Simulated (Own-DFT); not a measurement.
# How strain changes the stress of diamond-structure SiGeSn with randomly placed atoms, 64 atoms (Ge44Si16Sn4)

All numbers below are calculated, not measured. The program, named Own-DFT, is a retired in-house plane-wave density functional code that no person has reviewed. Each row is one single-point run on a periodic cell that was not relaxed, without spin or spin-orbit coupling.

Settings of every run: PBE; PseudoDojo norm-conserving scalar-relativistic files; cutoff 49 hartree; 3 x 3 x 3 k mesh centred on Gamma; Fermi-Dirac smearing of 0.1 eV.

Known limits: forces on such cells moved up to 12 meV/angstrom on a denser k mesh; stress not checked against mesh or cutoff.

Unstrained cell vectors in Å: (11.306, 0.000, 0.000); (0.000, 11.306, 0.000); (0.000, 0.000, 11.306). The unstrained cell has measured lattice constants (interpolated for alloys), not those of this functional. That, the random moves and any unrelaxed bonds set the pressure at no strain. Each run strains this cell uniformly, with the atoms carried along. Every atom was also moved at random, by a Gaussian of width 0.05 Å on each axis. The random placing of the alloy's atoms differs from row to row. Strain is the symmetric tensor, in per cent. Stress is positive in tension, and the pressure is minus a third of its trace.

| run | e_xx (%) | e_yy (%) | e_zz (%) | s_xx (GPa) | s_yy (GPa) | s_zz (GPa) | P (GPa) | E (meV/atom) |
|---|---|---|---|---|---|---|---|---|
| 1 | 2.00 | 2.00 | 0.00 | -0.87 | -0.92 | -2.26 | 1.35 | 0.0 |
| 2 | -1.50 | -1.50 | 0.00 | -7.17 | -7.38 | -6.23 | 6.93 | 43.8 |
| 3 | -2.00 | -2.00 | 0.00 | -7.94 | -8.13 | -6.62 | 7.56 | 33.4 |
| 4 | -1.75 | -1.75 | 0.00 | -8.02 | -7.88 | -6.68 | 7.53 | 58.5 |
| 5 | -1.25 | -1.25 | 0.00 | -6.77 | -6.81 | -5.89 | 6.49 | 37.1 |
| 6 | -3.00 | -3.00 | 0.00 | -11.07 | -11.13 | -8.99 | 10.40 | 109.1 |
| 7 | 1.75 | 1.75 | 0.00 | -1.32 | -1.37 | -2.48 | 1.73 | 6.3 |
| 8 | -2.25 | -2.25 | 0.00 | -9.05 | -8.74 | -7.18 | 8.32 | 54.2 |
| 9 | -1.00 | -1.00 | 0.00 | ? | ? | ? | ? | ? |

E is the free energy for each atom above the lowest run shown.

## Worked fit

The change of volume is close to e_xx + e_yy + e_zz. A straight line through the runs shown gives P = 4.62 - 85 x (fractional change of volume) GPa, with an error of 4 on the slope and a scatter of 0.39 GPa. The strain isn't the same on all axes, but the crystal is cubic, so the slope still estimates the bulk modulus, averaged over pressures from 1.4 to 10.4 GPa.

## Withheld run

Question: what pressure should run 9 give? Its volume changes by -1.99 %.

The line gives 6.3 GPa. The calculation gave 5.93 GPa.
